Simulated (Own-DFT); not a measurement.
Simulation results for GaN (wurtzite, strained, atoms displaced)

All values are calculated (Own-DFT development build). A calculation, not a measurement: plane-wave PBE density functional theory by an unreviewed code, no spin, of a simulated periodic cell, stress positive in tension, free energy of the whole cell less one offset for each atom, forces on such cells passed a denser k mesh, this cell's mesh not checked; offsets are fitted by least squares, one for each functional and potential file, so energies compare only between cells with the same atoms and settings and are not formation energies; the far tail of each file's local potential was reset to the Coulomb form; each entry is a single point on an unrelaxed cell, so the pressure reflects the starting lattice, mostly measured values (interpolated for alloys), from which strain is counted, and rises with the displacements; printed positions are rounded, which can move forces by about a meV/angstrom; the program, named Own-DFT, is a retired in-house code; no spin-orbit coupling.

### GaN (wurtzite, strained, atoms displaced)

```xyz
96
Lattice="12.7560 0.0000 0.0000 -4.7835 8.2853 0.0000 0.0000 0.0000 10.3959" Properties=species:S:1:pos:R:3 GaN
Ga     0.0898     1.8183    10.3389
Ga     1.5060     0.8601     2.5510
N      0.0539     1.8778     1.9626
N      1.6282     0.8907     4.6037
Ga    -0.0260     1.8599     5.1651
Ga     1.5499     0.8895     7.8541
N     -0.0805     1.8646     7.1415
N      1.5717     0.8994     9.7999
Ga    -1.5617     4.6441     0.0219
Ga    -0.0099     3.6790     2.6413
N     -1.5384     4.5791     1.8684
N     -0.0913     3.6378     4.5794
Ga    -1.5615     4.6647     5.2431
Ga    -0.0399     3.6195     7.7957
N     -1.5469     4.6715     7.2240
N     -0.0935     3.7219     9.7941
Ga    -3.1773     7.3240     0.0213
Ga    -1.7026     6.4862     2.6342
N     -3.1409     7.3905     1.9167
N     -1.5206     6.3643     4.5602
Ga    -3.2711     7.3451     5.1509
Ga    -1.6964     6.3823     7.8210
N     -3.2352     7.4305     7.2028
N     -1.5904     6.4270     9.6821
Ga     3.1835     1.8939     0.0414
Ga     4.7980     0.9655     2.5667
N      3.1989     1.9082     1.8882
N      4.6792     0.9063     4.5095
Ga     3.1159     1.8112     5.2141
Ga     4.6817     0.7882     7.7570
N      3.2004     1.8443     7.1315
N      4.7624     1.0012     9.7974
Ga     1.4986     4.5822     0.0146
Ga     3.2310     3.7130     2.5560
N      1.6108     4.5544     1.9184
N      3.1182     3.7292     4.5703
Ga     1.5908     4.5021     5.2467
Ga     3.1927     3.6472     7.8172
N      1.6297     4.6609     7.2361
N      3.2066     3.6821     9.7896
Ga     0.0848     7.3092     0.0096
Ga     1.5578     6.4663     2.5569
N      0.1184     7.3820     1.8878
N      1.5832     6.3475     4.6310
Ga    -0.0008     7.3909     5.2329
Ga     1.5211     6.4444     7.7654
N      0.0134     7.3873     7.1892
N      1.5218     6.3944     9.6960
Ga     6.4718     1.8399    10.2816
Ga     7.9408     0.8997     2.6006
N      6.4020     1.7609     1.9858
N      7.9934     0.8672     4.4634
Ga     6.4424     1.8457     5.1845
Ga     7.9686     0.8708     7.9438
N      6.3764     1.9485     7.2017
N      8.0313     0.8428     9.7641
Ga     4.7277     4.5499    10.3581
Ga     6.4351     3.7099     2.6424
N      4.6783     4.5585     1.9350
N      6.4217     3.6934     4.4860
Ga     4.8200     4.6413     5.2001
Ga     6.3913     3.6373     7.8157
N      4.7246     4.6061     7.1737
N      6.3993     3.6430     9.8061
Ga     3.2499     7.3196    10.3676
Ga     4.6771     6.4672     2.7179
N      3.2547     7.3472     1.9866
N      4.8148     6.4987     4.5278
Ga     3.1775     7.4027     5.1682
Ga     4.8240     6.4139     7.8020
N      3.2210     7.3747     7.1244
N      4.8078     6.4508     9.7441
Ga     9.5794     1.8496     0.0501
Ga    11.1662     0.8831     2.7181
N      9.5272     1.9149     1.9926
N     11.1678     0.8657     4.6656
Ga     9.5380     1.7955     5.2884
Ga    11.1090     0.9844     7.7607
N      9.5474     1.8318     7.2508
N     11.1270     0.8975     9.7753
Ga     7.9728     4.5664    10.3694
Ga     9.5807     3.6757     2.6248
N      7.9675     4.6341     1.9615
N      9.5517     3.7487     4.5266
Ga     8.0095     4.6196     5.2823
Ga     9.6481     3.6337     7.7598
N      8.1376     4.6242     7.2180
N      9.6533     3.7239     9.6883
Ga     6.4085     7.3965    10.3524
Ga     7.9057     6.4065     2.7041
N      6.4695     7.4628     1.9735
N      7.9391     6.4051     4.5713
Ga     6.3897     7.3421     5.1961
Ga     8.0078     6.4059     7.8020
N      6.3644     7.3425     7.0826
N      8.0240     6.4366     9.8039
```

```
functional                        : PBE
potential files                   : PseudoDojo norm-conserving, scalar-relativistic, standard set with the stringent files for Ga
wave cutoff                       : 96 hartree
occupations                       : Gaussian
smearing width                    : 0.01 eV
k mesh                            : 3 x 4 x 3 centred on Gamma
free energy of cell above offsets : -4.277 eV
pressure                          : 6.86 GPa
stress xx                         : -5.36 GPa
stress yy                         : -8.36 GPa
stress zz                         : -6.87 GPa
stress yz                         : -0.6 GPa
stress xz                         : -0.34 GPa
stress xy                         : 1.37 GPa
```

Force:
```tsv
element	x (eV/Å)	y (eV/Å)	z (eV/Å)
Ga	-2.563	1.013	1.31
Ga	1.826	1.567	0.714
N	-1.378	-0.486	-0.011
N	-1.876	-0.3	-1.253
Ga	0.494	-0.87	0.615
Ga	0.272	1.303	-0.44
N	1.069	-0.595	-0.019
N	1.344	-0.284	-0.77
Ga	-1.173	0.094	-0.706
Ga	0.505	0.325	-0.723
N	-1.015	0.858	2.398
N	0.98	0.578	-0.014
Ga	-0.689	-1.578	0.259
Ga	1.058	1.67	0.837
N	-0.275	-1.831	-1.684
N	1.717	-1.78	-1.284
Ga	0.624	0.121	-0.614
Ga	2.652	-1.214	-0.571
N	-1.328	-0.737	0.87
N	-1.364	2.146	-0.18
Ga	1.519	0.138	1.165
Ga	0.716	2.078	-0.206
N	0.433	-1.288	-1.288
N	0.137	0.825	1.641
Ga	0.233	-0.78	-0.876
Ga	-0.816	-0.476	-0.353
N	-0.474	-1.306	2.001
N	1.446	0.318	0.717
Ga	1.305	1.179	-0.386
Ga	0.873	3.397	1.827
N	-1.06	-0.442	0.652
N	0.642	-1.423	-1.103
Ga	1.046	-0.013	-0.432
Ga	-2.172	-1.167	1.305
N	-0.63	0.931	0.853
N	1.843	-1.198	-0.468
Ga	-0.847	1.24	0.415
Ga	-0.331	0.293	0.253
N	-0.892	-2.08	-0.852
N	-1.67	0.042	-1.136
Ga	-1.755	1.666	-0.656
Ga	1.18	-1.429	1.191
N	-2.376	0.354	1.038
N	-0.057	1.229	-0.928
Ga	0.419	-0.4	-0.632
Ga	1.578	0.273	0.224
N	-1.264	-1.839	-1.216
N	2.045	0.195	0.379
Ga	-1.527	-1.025	1.89
Ga	0.788	0.183	-1.14
N	0.116	1.841	-1.039
N	-0.046	1.073	1.957
Ga	-1.183	-0.137	0.182
Ga	-0.427	0.138	-2.874
N	0.273	-3.279	-1.143
N	-0.112	0.706	1.417
Ga	1.299	0.975	0.98
Ga	-1.112	-0.764	-2.156
N	3.317	1.836	-0.062
N	-0.24	0.181	2.399
Ga	-0.854	-0.648	-0.044
Ga	-0.071	2.305	0.468
N	1.552	-0.267	-0.335
N	-0.186	1.01	-0.949
Ga	-1.094	-0.677	0.795
Ga	2.127	-1.144	-2.584
N	-1.557	0.514	-1.114
N	-0.361	-0.74	1.762
Ga	-0.4	-1.387	0.755
Ga	-0.632	0.545	-0.319
N	-0.483	0.144	0.572
N	0.47	-0.816	0.017
Ga	0.585	0.651	-0.147
Ga	-0.148	1.573	-1.188
N	0.576	-1.58	-0.02
N	-0.452	0.96	-0.707
Ga	0.082	0.702	-0.933
Ga	0.854	-1.997	1.075
N	-0.915	-0.08	-1.393
N	0.777	0.923	-0.815
Ga	0.855	0.48	0.389
Ga	0.146	0.992	-0.63
N	0.429	-0.185	-0.252
N	0.58	-1.024	1.526
Ga	-0.24	-0.72	-0.486
Ga	0.109	0.812	1.049
N	-1.985	-0.634	-0.76
N	-1.22	-0.906	0.988
Ga	0.135	-0.722	1.098
Ga	0.429	0.401	-2.189
N	-1.138	-1.608	-0.106
N	0.312	0.199	0.549
Ga	-0.275	-0.093	0.301
Ga	-0.761	1.102	0.703
N	0.638	0.12	1.526
N	-0.975	-0.246	-0.875
```
